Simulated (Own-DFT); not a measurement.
# Strain and stress in bcc Nb, 36 atoms (Nb36)

Calculated results; nothing here was measured. They come from Own-DFT, an in-house plane-wave density functional program, since retired, whose code no person has reviewed. Each row is one single-point run on a periodic cell that was not relaxed, without spin or spin-orbit coupling.

Settings of every run: PBE; PseudoDojo norm-conserving scalar-relativistic files; cutoff 42 hartree; 4 x 4 x 5 k mesh centred on Gamma; cold (Marzari-Vanderbilt) smearing of 0.2 eV.

Known limits: forces on such cells failed a check on a denser k mesh; stress not checked against mesh or cutoff.

Unstrained cell vectors in Å: (9.901, 0.000, 0.000); (0.000, 9.901, 0.000); (0.000, 0.000, 6.601). The unstrained cell has measured lattice constants (interpolated for alloys), not those of this functional. That, the random moves and any unrelaxed bonds set the pressure at no strain. Each run strains this cell uniformly, with the atoms carried along. Every atom was also moved at random, by a Gaussian of width 0.05 Å on each axis. Strain is the symmetric tensor, in per cent. Stress is positive in tension, and the pressure is minus a third of its trace.

| run | e_xx (%) | e_yy (%) | e_zz (%) | e_yz (%) | e_xz (%) | e_xy (%) | s_xx (GPa) | s_yy (GPa) | s_zz (GPa) | s_yz (GPa) | s_xz (GPa) | s_xy (GPa) | P (GPa) | E (meV/atom) |
|---|---|---|---|---|---|---|---|---|---|---|---|---|---|---|
| 1 | 1.50 | 1.28 | -1.18 | 0.51 | -0.37 | 1.42 | 1.40 | 1.30 | -1.51 | 0.10 | 0.03 | 0.54 | -0.40 | 0.0 |
| 2 | -1.42 | -1.26 | -1.05 | 1.19 | -0.05 | 1.14 | -10.09 | -9.77 | -9.62 | 0.42 | 0.10 | 0.33 | 9.83 | 39.0 |
| 3 | 0.09 | -0.17 | 0.95 | -0.74 | 1.15 | 0.06 | -1.16 | -1.51 | -0.23 | -0.33 | 0.37 | -0.02 | 0.97 | 5.6 |
| 4 | 1.41 | -1.14 | -1.55 | 0.63 | -0.27 | -1.88 | -2.49 | -5.55 | -6.27 | 0.10 | -0.11 | -0.63 | 4.77 | 9.6 |
| 5 | 0.56 | 1.13 | -1.76 | -0.09 | 1.58 | 0.91 | -2.07 | -1.49 | -4.66 | 0.13 | 0.26 | 0.35 | 2.74 | 10.9 |
| 6 | -1.71 | 0.54 | -0.90 | 1.61 | -1.38 | -0.64 | -7.70 | -5.07 | -6.69 | 0.77 | -0.40 | -0.13 | 6.49 | 20.6 |
| 7 | 0.89 | -1.38 | 1.65 | 0.74 | 0.72 | -0.48 | -0.08 | -2.20 | 0.95 | 0.18 | 0.27 | -0.03 | 0.44 | 2.0 |
| 8 | 1.94 | -1.00 | 0.58 | 1.43 | 1.33 | 1.51 | 1.28 | -1.83 | -0.15 | 0.41 | 0.61 | 0.44 | 0.23 | 15.1 |
| 9 | 1.26 | 1.54 | 1.27 | -0.62 | 1.57 | -1.44 | 4.20 | 4.31 | 4.29 | -0.35 | 0.42 | -0.44 | -4.27 | 6.8 |
| 10 | 0.75 | -1.90 | 0.41 | -1.77 | 0.05 | 0.43 | -2.91 | -5.76 | -3.11 | -0.50 | -0.15 | -0.01 | 3.93 | 13.3 |
| 11 | 0.90 | -1.77 | 0.37 | 1.09 | 0.32 | 0.37 | -2.34 | -5.05 | -2.91 | 0.25 | 0.11 | -0.02 | 3.43 | 6.8 |
| 12 | 0.33 | 1.42 | 0.29 | -0.42 | -1.38 | -0.88 | 0.87 | 1.82 | 0.83 | -0.01 | -0.24 | -0.03 | -1.17 | 0.0 |
| 13 | 0.22 | 1.88 | 1.90 | -1.08 | -0.82 | -0.67 | 3.04 | 4.48 | 4.74 | -0.36 | -0.10 | 0.03 | -4.09 | 9.3 |
| 14 | 1.03 | 0.16 | -0.30 | 1.15 | 1.88 | 1.91 | -0.07 | -1.11 | -1.50 | 0.44 | 0.64 | 0.63 | 0.89 | 0.6 |
| 15 | -1.76 | 1.62 | -0.96 | -0.40 | 1.19 | 1.71 | -5.97 | -2.15 | -5.48 | 0.06 | 0.19 | 0.39 | 4.53 | 9.1 |
| 16 | -1.95 | 0.30 | -0.07 | 0.85 | 0.01 | 1.78 | -7.27 | -4.79 | -5.12 | 0.29 | 0.19 | 0.39 | 5.73 | 16.8 |
| 17 | 1.73 | -0.63 | 0.11 | 0.19 | 1.53 | 1.63 | 0.93 | -1.61 | -0.69 | 0.21 | 0.54 | 0.42 | 0.46 | 8.3 |
| 18 | -1.19 | 0.82 | -1.00 | -1.03 | -0.54 | -1.17 | ? | ? | ? | ? | ? | ? | ? | ? |

E is the free energy for each atom above the lowest run shown.

## Worked fit

Each stress component was fitted by least squares to a constant and the strains of the runs shown, as fractions, with shears doubled. Shear strains stay in the fit of a normal stress only where such slopes are resolved. The slopes, in GPa:

| stress | at no strain | per e_xx | per e_yy | per e_zz | scatter |
|---|---|---|---|---|---|
| s_xx | -2.7 | 258 ± 5 | 145 ± 5 | 134 ± 6 | 0.25 |
| s_yy | -2.7 | 145 ± 6 | 247 ± 6 | 133 ± 6 | 0.28 |
| s_zz | -2.7 | 147 ± 5 | 142 ± 5 | 251 ± 5 | 0.23 |

Each shear stress against twice its own strain: yz 15 ± 2, xz 11 ± 1, xy 15 ± 1 GPa. These are stiffnesses along x, y and z of the frame in which the cell vectors are given, which need not be the crystal's axes. The atoms are held to the strained lattice; where symmetry lets them move under strain, relaxing them would lower some slopes. The table should be nearly symmetric about its diagonal, and what it lacks of that shows the noise. A ninth of its sum, 178 ± 3 GPa, estimates the bulk modulus near the mean pressure of these runs, 2.0 GPa, so it lies above the value at zero pressure.

## Withheld run

Question: what normal stresses and pressure should run 18 give?

The fit gives s_xx = -5.9, s_yy = -3.7, s_zz = -5.8 and P = 5.1 GPa. The calculation gave -5.76, -3.38, -5.56 and P = 4.90 GPa.
